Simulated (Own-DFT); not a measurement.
Simulation results for GaP (zincblende, atoms displaced)

All values are calculated (Own-DFT development build). A calculation, not a measurement: plane-wave PBE density functional theory by an unreviewed code, no spin, of a simulated periodic cell, stress positive in tension, free energy of the whole cell less one offset for each atom, forces on such cells passed a denser k mesh, this cell's mesh not checked; offsets are fitted by least squares, one for each functional and potential file, so energies compare only between cells with the same atoms and settings and are not formation energies; the far tail of each file's local potential was reset to the Coulomb form; each entry is a single point on an unrelaxed cell, so the pressure reflects the starting lattice, mostly measured values (interpolated for alloys), from which strain is counted, and rises with the displacements; printed positions are rounded, which can move forces by about a meV/angstrom; the program, named Own-DFT, is a retired in-house code; no spin-orbit coupling.

Settings shared by all entries: functional PBE; potential files PseudoDojo norm-conserving, scalar-relativistic, standard set; wave cutoff 42 hartree; occupations Fermi-Dirac; smearing width 0.1 eV; k mesh 2 x 3 x 3 centred on Gamma.

(1) GaP (zincblende, atoms displaced)

```
GaP
1.0
     16.3515     0.0000     0.0000
      0.0000    10.9010     0.0000
      0.0000     0.0000    10.9010
Ga P Ga P Ga P Ga P Ga P Ga P Ga P Ga P Ga P Ga P Ga P Ga P
4 4 4 4 4 4 4 4 4 4 4 4 4 4 4 4 4 4 4 4 4 4 4 4
Direct
  0.99943 0.99491 0.00057
  0.99782 0.24299 0.24534
  0.16603 0.00701 0.23954
  0.16963 0.25529 0.00606
  0.08296 0.13036 0.12345
  0.08901 0.37009 0.38299
  0.23814 0.11779 0.37732
  0.24474 0.38330 0.11747
  0.00598 0.99165 0.48553
  0.00187 0.23861 0.76204
  0.15791 0.98771 0.74752
  0.15945 0.24000 0.49753
  0.09017 0.12005 0.62400
  0.08600 0.36572 0.87733
  0.24844 0.12388 0.86566
  0.24577 0.36554 0.63001
  0.99228 0.51171 0.99546
  0.00648 0.75821 0.26482
  0.17625 0.49653 0.24869
  0.16211 0.75176 0.99899
  0.07887 0.62512 0.13561
  0.08517 0.86230 0.36846
  0.24123 0.61053 0.36990
  0.25692 0.86596 0.12627
  0.00555 0.49234 0.50187
  0.00169 0.74767 0.75289
  0.16289 0.48662 0.74723
  0.16488 0.76005 0.50328
  0.07605 0.64094 0.63257
  0.08034 0.87790 0.86160
  0.25337 0.61144 0.87863
  0.24930 0.87331 0.63269
  0.33681 0.99240 0.99754
  0.32577 0.25248 0.23334
  0.50215 0.99939 0.24216
  0.50220 0.26443 0.99717
  0.42471 0.11149 0.11238
  0.41671 0.37892 0.40024
  0.58144 0.12666 0.36670
  0.59809 0.37673 0.13769
  0.32836 0.00214 0.50209
  0.33099 0.25364 0.74880
  0.49997 0.00086 0.75694
  0.49440 0.25642 0.48860
  0.42348 0.13562 0.62710
  0.42032 0.36527 0.87452
  0.58488 0.11903 0.85832
  0.58762 0.37190 0.61770
  0.34612 0.49879 0.01204
  0.34114 0.76510 0.23927
  0.49850 0.50042 0.25288
  0.49924 0.75401 0.98984
  0.42555 0.62716 0.13066
  0.41301 0.88184 0.38137
  0.58366 0.62569 0.37379
  0.58926 0.86248 0.12318
  0.32854 0.50028 0.51833
  0.33758 0.75448 0.74316
  0.49795 0.48704 0.74521
  0.48652 0.74215 0.49101
  0.41490 0.62418 0.62072
  0.41740 0.88014 0.87371
  0.58825 0.61769 0.86948
  0.57182 0.88256 0.62575
  0.66749 0.01179 0.99370
  0.66514 0.25056 0.23652
  0.83694 0.01746 0.25130
  0.83091 0.26415 0.99406
  0.74886 0.12904 0.12827
  0.74106 0.38672 0.36750
  0.91088 0.11651 0.36165
  0.91688 0.36085 0.12691
  0.65622 0.00302 0.51268
  0.67376 0.24893 0.76489
  0.83070 0.99550 0.74839
  0.82908 0.24965 0.50681
  0.74553 0.11504 0.63579
  0.74386 0.36254 0.86064
  0.91587 0.12588 0.88031
  0.92336 0.37792 0.62043
  0.66913 0.49854 0.98429
  0.66854 0.75448 0.26668
  0.83124 0.48218 0.24639
  0.83447 0.74991 0.99331
  0.76469 0.61644 0.13007
  0.74826 0.88867 0.37991
  0.91334 0.62647 0.37624
  0.92218 0.88533 0.12494
  0.67083 0.50491 0.50767
  0.67331 0.73655 0.74936
  0.82246 0.49659 0.75878
  0.82781 0.74318 0.50241
  0.74523 0.62766 0.62372
  0.75064 0.87583 0.85567
  0.91163 0.60727 0.87364
  0.92735 0.87730 0.62427
```

It finds free energy of cell above offsets -40.190 eV; pressure 4.71 GPa; stress xx -4.7 GPa; stress yy -4.75 GPa; stress zz -4.67 GPa; stress yz 0.12 GPa; stress xz -1.06 GPa; stress xy -0.37 GPa.

Force:
| element | x (eV/Å) | y (eV/Å) | z (eV/Å) |
| --- | --- | --- | --- |
| Ga | 0.709 | 1.101 | -0.714 |
| Ga | 0.519 | 0.18 | 1.315 |
| Ga | 0.019 | -1.461 | 0.103 |
| Ga | -0.271 | -1.299 | -1.224 |
| P | 0.242 | -0.615 | -0.748 |
| P | -1.024 | 0.455 | -1.89 |
| P | 1.834 | 0.592 | -0.56 |
| P | 1.918 | -0.295 | -0.182 |
| Ga | -0.437 | 0.843 | 0.554 |
| Ga | 0.079 | 0.518 | -1.362 |
| Ga | 2.074 | 1.584 | -0.575 |
| Ga | 1.293 | 0.539 | 0.58 |
| P | -2.155 | -0.433 | 0.129 |
| P | -1.061 | 0.994 | 0.439 |
| P | -0.113 | -0.635 | 1.187 |
| P | -0.139 | 0.254 | -1.055 |
| Ga | 1.938 | -2.15 | 1.881 |
| Ga | -3.384 | -2.417 | -2.41 |
| Ga | -3.021 | -0.669 | -0.474 |
| Ga | 0.523 | -0.739 | -0.104 |
| P | 0.327 | -0.199 | -0.888 |
| P | 2.52 | 3.298 | 1.188 |
| P | 2.674 | 2.943 | 2.384 |
| P | -2.176 | 1.718 | -1.491 |
| Ga | -0.248 | 1.761 | -0.452 |
| Ga | -2.19 | 0.261 | 0.835 |
| Ga | -0.063 | 1.46 | 0.323 |
| Ga | 0.484 | -1.589 | 0.08 |
| P | 2.286 | -2.744 | -1.631 |
| P | -0.615 | -1.043 | 2.956 |
| P | -0.018 | 0.887 | -0.297 |
| P | 0.157 | 0.325 | -0.81 |
| Ga | -1.251 | 0.846 | -0.109 |
| Ga | 0.934 | -0.893 | 1.388 |
| Ga | 0.572 | -0.919 | 0.633 |
| Ga | 1.827 | -1.77 | 1.114 |
| P | -1.003 | 2.001 | 0.23 |
| P | -2.319 | 1.76 | -3.72 |
| P | 0.106 | 0.287 | 0.474 |
| P | -3.611 | 2.555 | -3.228 |
| Ga | 0.215 | 0.683 | 0.609 |
| Ga | 0.482 | -0.887 | 0.072 |
| Ga | -0.863 | 0.089 | -1.207 |
| Ga | 2.788 | -2.121 | 1.424 |
| P | -1.244 | -0.85 | -0.022 |
| P | -1.289 | 1.389 | -0.188 |
| P | 0.127 | 1.587 | 2.336 |
| P | -0.092 | -0.526 | 0.697 |
| Ga | -0.81 | 0.139 | -1.039 |
| Ga | 0.27 | -1.999 | 1.971 |
| Ga | 0.848 | -0.901 | 0.931 |
| Ga | 1.088 | -0.667 | 0.447 |
| P | -0.461 | 0.479 | -0.639 |
| P | 0.187 | 0.199 | -1.045 |
| P | -0.309 | -0.045 | 0.878 |
| P | -0.268 | 1.055 | -0.483 |
| Ga | -1.075 | -0.215 | -1.151 |
| Ga | -0.461 | -1.002 | 1.145 |
| Ga | 0.806 | 0.687 | -0.368 |
| Ga | 1.851 | 0.699 | 0.045 |
| P | 0.165 | -0.294 | 1.349 |
| P | -0.082 | -0.934 | -0.534 |
| P | -1.643 | 0.537 | -0.29 |
| P | 0.497 | -2.34 | -0.166 |
| Ga | -0.014 | -1.272 | 0.287 |
| Ga | 1.283 | -1.973 | 3.036 |
| Ga | -2.753 | -3.453 | -2.671 |
| Ga | 0.097 | -1.516 | 0.428 |
| P | 0.656 | -0.037 | -1.458 |
| P | 0.51 | -1.812 | 1.126 |
| P | 3.166 | 2.949 | 4.053 |
| P | 0.17 | 1.716 | -0.716 |
| Ga | 0.311 | 0.178 | -1.074 |
| Ga | -3.672 | -3.122 | -4.352 |
| Ga | 2.252 | 0.551 | -0.689 |
| Ga | 0.011 | 0.088 | -0.584 |
| P | 0.363 | 1.273 | -1.037 |
| P | 2.847 | 3.464 | 3.689 |
| P | -0.879 | -0.595 | -0.077 |
| P | -1.403 | -1.139 | 1.516 |
| Ga | 0.813 | 0.023 | 2.029 |
| Ga | 0.691 | -0.488 | -1.081 |
| Ga | 1.611 | 0.677 | 0.642 |
| Ga | 0.176 | 0.357 | 0.477 |
| P | -2.195 | 1.296 | -1.261 |
| P | 0.347 | -0.23 | 0.381 |
| P | 0.477 | -0.882 | -0.254 |
| P | -1.152 | -1.52 | 0.815 |
| Ga | -1.486 | -0.408 | -1.099 |
| Ga | -2.099 | 1.905 | 0.193 |
| Ga | 1.123 | -0.073 | -2.078 |
| Ga | 1.149 | 1.425 | -0.395 |
| P | 1.775 | -0.876 | 0.185 |
| P | -0.538 | -0.845 | 2.532 |
| P | -0.554 | 2.581 | -1.095 |
| P | -1.742 | -0.295 | -0.104 |

(2) GaP (zincblende, atoms displaced)

```
GaP
1.0
     16.3515     0.0000     0.0000
      0.0000    10.9010     0.0000
      0.0000     0.0000    10.9010
Ga P Ga P Ga P Ga P Ga P Ga P Ga P Ga P Ga P Ga P Ga P Ga P
4 4 4 4 4 4 4 4 4 4 4 4 4 4 4 4 4 4 4 4 4 4 4 4
Direct
  0.99951 0.99983 0.00024
  0.99799 0.24371 0.24086
  0.15572 0.00732 0.25853
  0.17229 0.25180 0.01153
  0.07369 0.11233 0.12721
  0.07257 0.35281 0.38019
  0.24809 0.11804 0.37941
  0.24332 0.39361 0.13289
  0.00558 0.99664 0.51120
  0.00185 0.24318 0.76047
  0.17033 0.00036 0.75988
  0.17140 0.26526 0.49046
  0.08692 0.12358 0.61049
  0.08144 0.35569 0.89381
  0.25886 0.12575 0.86124
  0.25226 0.36644 0.62323
  0.99107 0.49168 0.99842
  0.00676 0.74771 0.25055
  0.15468 0.50442 0.24440
  0.17230 0.74687 0.99607
  0.07910 0.61475 0.11445
  0.08570 0.87148 0.36424
  0.25488 0.63025 0.37275
  0.25233 0.87481 0.11781
  0.00749 0.50283 0.50238
  0.98976 0.75408 0.75493
  0.15808 0.49047 0.73434
  0.15811 0.73754 0.49538
  0.07837 0.62440 0.62956
  0.09370 0.88628 0.88342
  0.25208 0.61030 0.85832
  0.24816 0.89027 0.63521
  0.33701 0.00410 0.00581
  0.32604 0.25731 0.24413
  0.50580 0.00860 0.25556
  0.51338 0.25777 0.99508
  0.41680 0.12533 0.11801
  0.40437 0.37090 0.37532
  0.58696 0.12272 0.37002
  0.58970 0.37965 0.12355
  0.33868 0.01383 0.51222
  0.33513 0.25432 0.76919
  0.49670 0.01428 0.75309
  0.48881 0.24879 0.50018
  0.41267 0.14158 0.62084
  0.41745 0.37189 0.88129
  0.57947 0.11788 0.87605
  0.58064 0.36901 0.61212
  0.34521 0.50269 0.00387
  0.33610 0.75377 0.24655
  0.50854 0.51529 0.24899
  0.50530 0.74722 0.99617
  0.41115 0.62704 0.11321
  0.40553 0.87376 0.37854
  0.58761 0.61909 0.38343
  0.57510 0.86608 0.11696
  0.32847 0.52513 0.49212
  0.32985 0.74212 0.74141
  0.49244 0.50547 0.75522
  0.48887 0.75877 0.49691
  0.40180 0.63458 0.62724
  0.43054 0.87664 0.87751
  0.59206 0.61427 0.87093
  0.58785 0.88568 0.62912
  0.66036 0.98790 0.00865
  0.66426 0.25199 0.24055
  0.83413 0.99421 0.23175
  0.83957 0.25903 0.99693
  0.75507 0.11393 0.12586
  0.75100 0.38771 0.36484
  0.91939 0.13250 0.37504
  0.92628 0.37496 0.13180
  0.67640 0.00692 0.50107
  0.68285 0.23636 0.74930
  0.83696 0.00452 0.75223
  0.82862 0.25650 0.49958
  0.74582 0.12635 0.63246
  0.75141 0.37462 0.86145
  0.90909 0.12887 0.88847
  0.91479 0.36791 0.63580
  0.66571 0.48307 0.01369
  0.66681 0.74465 0.24213
  0.83641 0.49088 0.26849
  0.83144 0.75367 0.99238
  0.75521 0.62968 0.13039
  0.75210 0.86928 0.36821
  0.91872 0.61387 0.37607
  0.91321 0.86551 0.12499
  0.66086 0.49812 0.51521
  0.66380 0.74106 0.75044
  0.83041 0.49481 0.75384
  0.83848 0.76206 0.50252
  0.75695 0.62851 0.60523
  0.75635 0.87266 0.87058
  0.91559 0.61214 0.87481
  0.91182 0.86512 0.61287
```

It finds free energy of cell above offsets -39.026 eV; pressure 4.75 GPa; stress xx -4.57 GPa; stress yy -4.94 GPa; stress zz -4.74 GPa; stress yz -0.46 GPa; stress xz -0.87 GPa; stress xy -1.31 GPa.

Force:
| element | x (eV/Å) | y (eV/Å) | z (eV/Å) |
| --- | --- | --- | --- |
| Ga | -1.143 | -1.069 | -0.354 |
| Ga | 0.198 | -0.725 | 0.843 |
| Ga | 1.958 | -0.182 | -0.937 |
| Ga | 0.262 | -1.088 | -0.041 |
| P | 1.889 | 1.478 | -0.127 |
| P | 0.933 | 2.439 | -0.71 |
| P | 0.141 | 0.867 | -0.731 |
| P | 1.316 | -1.063 | -1.058 |
| Ga | -0.969 | -0.383 | -1.755 |
| Ga | -0.209 | -0.589 | -0.863 |
| Ga | -0.715 | 1.336 | -1.266 |
| Ga | 0.164 | -1.722 | 0.218 |
| P | 0.703 | 0.753 | 2.378 |
| P | -0.031 | 1.594 | -1.546 |
| P | -1.556 | -0.864 | 3.114 |
| P | 0.24 | 1.571 | 0.267 |
| Ga | 1.557 | 0.098 | -0.431 |
| Ga | -1.367 | -0.94 | -0.753 |
| Ga | 0.144 | -0.48 | 2.016 |
| Ga | 0.194 | -0.997 | -0.23 |
| P | -0.032 | 1.669 | -0.377 |
| P | -0.781 | -0.477 | 2.054 |
| P | -2.907 | 0.894 | -1.846 |
| P | -0.642 | 0.429 | 0.966 |
| Ga | -1.584 | -1.377 | -0.136 |
| Ga | 1.147 | -0.019 | 0.311 |
| Ga | 0.821 | -0.995 | 1.436 |
| Ga | 1.294 | 1.266 | 0.298 |
| P | -0.021 | 0.847 | 0.25 |
| P | -2.114 | -1.329 | -0.214 |
| P | -0.517 | 0.173 | 1.292 |
| P | 0.608 | -1.835 | -1.462 |
| Ga | -0.047 | -0.977 | -1.466 |
| Ga | -0.078 | -1.044 | -0.016 |
| Ga | -1.732 | -1.36 | -0.999 |
| Ga | -1.29 | -0.714 | 0.4 |
| P | 1.023 | 1.569 | 1.266 |
| P | 1.402 | 1.493 | -0.153 |
| P | 0.224 | 1.193 | 1.324 |
| P | -2.866 | -1.388 | 1.825 |
| Ga | -1.701 | -1.457 | -0.792 |
| Ga | 0.327 | 0.929 | -2.428 |
| Ga | -0.195 | -0.927 | -1.438 |
| Ga | 1.705 | 1.027 | -1.935 |
| P | 0.292 | -0.805 | 2.579 |
| P | 1.089 | 0.52 | 0.291 |
| P | 2.296 | 1.108 | 0.249 |
| P | -0.536 | -0.657 | 2.302 |
| Ga | -3.087 | -1.468 | -1.559 |
| Ga | -0.831 | -0.003 | -0.705 |
| Ga | -1.686 | -1.113 | -0.042 |
| Ga | -0.579 | -1.458 | -1.226 |
| P | 2.739 | 1.635 | 2.204 |
| P | 1.357 | 1.659 | -0.348 |
| P | -0.734 | 1.766 | -0.233 |
| P | 1.142 | 0.636 | 2.542 |
| Ga | 0.96 | -3.391 | 1.347 |
| Ga | -1.51 | 3.2 | 2.421 |
| Ga | 0.52 | -0.188 | -1.09 |
| Ga | 1.557 | -0.53 | 0.892 |
| P | 3.809 | -1.791 | -1.554 |
| P | -2.322 | -0.225 | -0.635 |
| P | -1.219 | -0.457 | 1.139 |
| P | -0.945 | -0.454 | -0.461 |
| Ga | 1.204 | 0.609 | -1.01 |
| Ga | 1.51 | -0.822 | 0.855 |
| Ga | 0.787 | -0.095 | 2.687 |
| Ga | -1.532 | 0.7 | 1.399 |
| P | -1.853 | 2.082 | -1.508 |
| P | -2.909 | -2.646 | 2.377 |
| P | -1.039 | -1.528 | 0.269 |
| P | -2.648 | 0.246 | -0.03 |
| Ga | -0.945 | -1.294 | -0.841 |
| Ga | -4.361 | 2.189 | 2.194 |
| Ga | -0.196 | -0.336 | -0.36 |
| Ga | 0.453 | -0.121 | -0.18 |
| P | 3.47 | -1.962 | -2.855 |
| P | -0.747 | -0.322 | 2.676 |
| P | 2.025 | -1.532 | -1.676 |
| P | 0.641 | 0.501 | -0.589 |
| Ga | 3.122 | 2.877 | -2.725 |
| Ga | -0.637 | 0.378 | 0.773 |
| Ga | 1.542 | 1.677 | -2.921 |
| Ga | 0.564 | -1.154 | 0.61 |
| P | 0.153 | -1.548 | -0.773 |
| P | -0.006 | 0.872 | 0.103 |
| P | 0.915 | 1.763 | 0.66 |
| P | 1.603 | -0.196 | -0.63 |
| Ga | 1.498 | 0.333 | -1.278 |
| Ga | 1.416 | 0.981 | -1.157 |
| Ga | 0.673 | 1.202 | -1.946 |
| Ga | -2.139 | -2.832 | -3.618 |
| P | -1.013 | -0.689 | 2.206 |
| P | -1.804 | 0.341 | -0.351 |
| P | -0.543 | 1.337 | -0.002 |
| P | 2.728 | 3.385 | 3.337 |

(3) GaP (zincblende, atoms displaced)

```
GaP
1.0
     16.3515     0.0000     0.0000
      0.0000    10.9010     0.0000
      0.0000     0.0000    10.9010
Ga P Ga P Ga P Ga P Ga P Ga P Ga P Ga P Ga P Ga P Ga P Ga P
4 4 4 4 4 4 4 4 4 4 4 4 4 4 4 4 4 4 4 4 4 4 4 4
Direct
  0.99081 0.99315 0.99983
  0.00119 0.26063 0.25994
  0.15862 0.00808 0.22826
  0.16635 0.23519 0.01937
  0.07493 0.13957 0.11125
  0.08974 0.37331 0.38155
  0.25559 0.13756 0.36600
  0.24843 0.36470 0.12627
  0.00002 0.99189 0.49845
  0.00189 0.25360 0.76613
  0.17566 0.99373 0.75539
  0.17107 0.25613 0.50014
  0.07402 0.10983 0.62489
  0.07761 0.37334 0.86311
  0.25381 0.13676 0.86149
  0.25274 0.38468 0.63091
  0.99628 0.51555 0.03069
  0.00889 0.75233 0.24334
  0.16460 0.50111 0.26434
  0.17733 0.74378 0.02126
  0.08369 0.63169 0.12294
  0.08413 0.88528 0.36912
  0.24060 0.63312 0.38083
  0.24556 0.87996 0.12936
  0.99907 0.49702 0.51172
  0.00687 0.76053 0.75695
  0.17787 0.50711 0.73716
  0.16173 0.74666 0.50355
  0.08493 0.62055 0.62751
  0.08903 0.87623 0.88275
  0.24634 0.62420 0.87280
  0.24783 0.87751 0.62999
  0.33733 0.00562 0.00163
  0.33941 0.25771 0.24223
  0.49854 0.01931 0.25949
  0.51445 0.24123 0.00928
  0.42591 0.12155 0.12780
  0.42056 0.38933 0.38004
  0.57603 0.13291 0.38643
  0.59315 0.38097 0.13809
  0.33550 0.00622 0.48562
  0.34141 0.27197 0.75353
  0.50587 0.01041 0.76460
  0.50137 0.25130 0.50472
  0.41418 0.10993 0.63389
  0.41660 0.36697 0.88357
  0.58456 0.12938 0.88972
  0.58902 0.36978 0.63909
  0.34729 0.50050 0.98995
  0.34238 0.74496 0.24291
  0.50265 0.50253 0.25165
  0.50294 0.73727 0.00410
  0.40999 0.62989 0.13312
  0.42770 0.86354 0.38886
  0.59229 0.63786 0.38388
  0.57584 0.87129 0.12297
  0.33686 0.51411 0.49375
  0.32985 0.75961 0.73769
  0.50047 0.51003 0.74265
  0.50983 0.76609 0.49829
  0.41537 0.62718 0.62444
  0.42389 0.87155 0.89082
  0.58707 0.61331 0.88448
  0.58067 0.86819 0.62239
  0.66639 0.01738 0.98640
  0.66990 0.24323 0.25076
  0.83008 0.98192 0.23820
  0.82427 0.23551 0.99882
  0.75635 0.11796 0.12743
  0.74894 0.37009 0.37906
  0.91680 0.12358 0.39092
  0.90457 0.36663 0.11182
  0.67360 0.98085 0.49288
  0.68769 0.25572 0.76232
  0.83156 0.00575 0.74513
  0.82656 0.25483 0.49693
  0.75693 0.14793 0.62901
  0.74188 0.38599 0.89018
  0.91110 0.13370 0.87587
  0.92293 0.39356 0.62281
  0.66461 0.50443 0.99274
  0.66469 0.76867 0.24020
  0.83061 0.49985 0.25914
  0.83032 0.74256 0.99735
  0.73893 0.64451 0.12414
  0.74681 0.87544 0.38402
  0.91168 0.61151 0.38258
  0.92636 0.86568 0.12013
  0.66670 0.50568 0.50346
  0.65946 0.73421 0.75284
  0.81802 0.50594 0.73589
  0.84608 0.75220 0.50539
  0.75365 0.61316 0.62999
  0.75117 0.88049 0.87625
  0.91938 0.61653 0.86527
  0.90716 0.88557 0.63670
```

Results for GaP (zincblende, atoms displaced): free energy of cell above offsets -36.017 eV; pressure 5.21 GPa; stress xx -5.23 GPa; stress yy -5.16 GPa; stress zz -5.23 GPa; stress yz -0.91 GPa; stress xz -0.31 GPa; stress xy 1.15 GPa.

Force:
| element | x (eV/Å) | y (eV/Å) | z (eV/Å) |
| --- | --- | --- | --- |
| Ga | 1.275 | 1.534 | -1.336 |
| Ga | -1.164 | -0.68 | -0.419 |
| Ga | 0.038 | 0.907 | 1.308 |
| Ga | 1.775 | 2.023 | -3.687 |
| P | -2.3 | -2.344 | 2.13 |
| P | -1.503 | 0.722 | 0.21 |
| P | -0.684 | -0.85 | -0.056 |
| P | 0.354 | 2.117 | -0.088 |
| Ga | -0.903 | -0.054 | 0.259 |
| Ga | -1.522 | -1.384 | -2.703 |
| Ga | -1.604 | 1.271 | 0.18 |
| Ga | 0.05 | -1.392 | 1.176 |
| P | 1.94 | 1.498 | 1.052 |
| P | 2.94 | 2.469 | 3.001 |
| P | 0.009 | -0.479 | 1.728 |
| P | 1.434 | -1.116 | -2.062 |
| Ga | -1.441 | -2.134 | -3.121 |
| Ga | -0.917 | -0.106 | 1.788 |
| Ga | 0.462 | -0.168 | -1.534 |
| Ga | -0.78 | -0.02 | -2.374 |
| P | 1.586 | -0.831 | 1.606 |
| P | 0.346 | -0.918 | 0.253 |
| P | 2.183 | -0.137 | -1.038 |
| P | 2.29 | 0.348 | 0.33 |
| Ga | 2.044 | 1.394 | -2.201 |
| Ga | -0.817 | -0.733 | -0.265 |
| Ga | -2.341 | -0.204 | 1.728 |
| Ga | -0.318 | 1.42 | 0.384 |
| P | -0.606 | 1.097 | -0.046 |
| P | 0.224 | 0.072 | 0.722 |
| P | 1.638 | 0.592 | 0.77 |
| P | 0.152 | 0.153 | -2.557 |
| Ga | -0.573 | -0.014 | -0.564 |
| Ga | 0.65 | 0.044 | 0.521 |
| Ga | 0.609 | -2.707 | 0.454 |
| Ga | -1.771 | 2.361 | 1.494 |
| P | -1.672 | 1.297 | -0.685 |
| P | -0.142 | -1.283 | -0.332 |
| P | 2.664 | -1.119 | -0.813 |
| P | -0.755 | -0.183 | -1.124 |
| Ga | -0.318 | -0.903 | 0.748 |
| Ga | -1.228 | -2.091 | -1.55 |
| Ga | -0.616 | -1.435 | -0.568 |
| Ga | -1.095 | 0.848 | 1.64 |
| P | 0.345 | 1.914 | -0.251 |
| P | 3.363 | 0.564 | 0.329 |
| P | 0.748 | 1.022 | -3.679 |
| P | -0.291 | 0.395 | -0.637 |
| Ga | -2.642 | 0.62 | 0.996 |
| Ga | -2.914 | 2.861 | 3.245 |
| Ga | 0.437 | 0.869 | 0.637 |
| Ga | -0.337 | 0.224 | 0.178 |
| P | 2.881 | -2.952 | -2.477 |
| P | -3.011 | 2.447 | -3.062 |
| P | -0.671 | -0.501 | -1.33 |
| P | 0.37 | 2.194 | 0.093 |
| Ga | -1.095 | -0.441 | 0.283 |
| Ga | 1.149 | -0.844 | 1.931 |
| Ga | 0.093 | -1.344 | 0.746 |
| Ga | -0.391 | -3.648 | 0.524 |
| P | 0.651 | 1.217 | -0.195 |
| P | -0.69 | 0.061 | -1.508 |
| P | -2.67 | 1.538 | -1.725 |
| P | 2.164 | 2.16 | 2.873 |
| Ga | 1.578 | -3.038 | 2.329 |
| Ga | -0.02 | -0.207 | 0.791 |
| Ga | 1.514 | 0.306 | 1.47 |
| Ga | 0.258 | 1.538 | -0.685 |
| P | -1.988 | -0.249 | 0.332 |
| P | -1.062 | 1.056 | -0.738 |
| P | -0.563 | 0.105 | -1.925 |
| P | 1.334 | 1.32 | 2.19 |
| Ga | -2.993 | 3.75 | 2.98 |
| Ga | -2.957 | -0.118 | -0.149 |
| Ga | -1.07 | 1.26 | 1.408 |
| Ga | 2.875 | 0.723 | 0.151 |
| P | -0.954 | -3.054 | -0.203 |
| P | 3.227 | -0.976 | -0.789 |
| P | 0.345 | -1.389 | -0.34 |
| P | -3.193 | -3.489 | 2.374 |
| Ga | 0.352 | -0.121 | 3.583 |
| Ga | -0.508 | -0.191 | 1.445 |
| Ga | -0.92 | -0.465 | -1.637 |
| Ga | 1.045 | 0.208 | -0.703 |
| P | 1.532 | -2.125 | -0.013 |
| P | 3.219 | -2.488 | -2.801 |
| P | 1.84 | 1.552 | -0.606 |
| P | -2.419 | -0.56 | 0.679 |
| Ga | -0.161 | -1.191 | 0.117 |
| Ga | 1.233 | 1.243 | -0.356 |
| Ga | 4.986 | -4.109 | 4.519 |
| Ga | -1.431 | -0.397 | 0.087 |
| P | -3.64 | 5.167 | -3.799 |
| P | -0.722 | -0.301 | -0.644 |
| P | -0.627 | 0.619 | 0.886 |
| P | 2.808 | -1.616 | -1.283 |
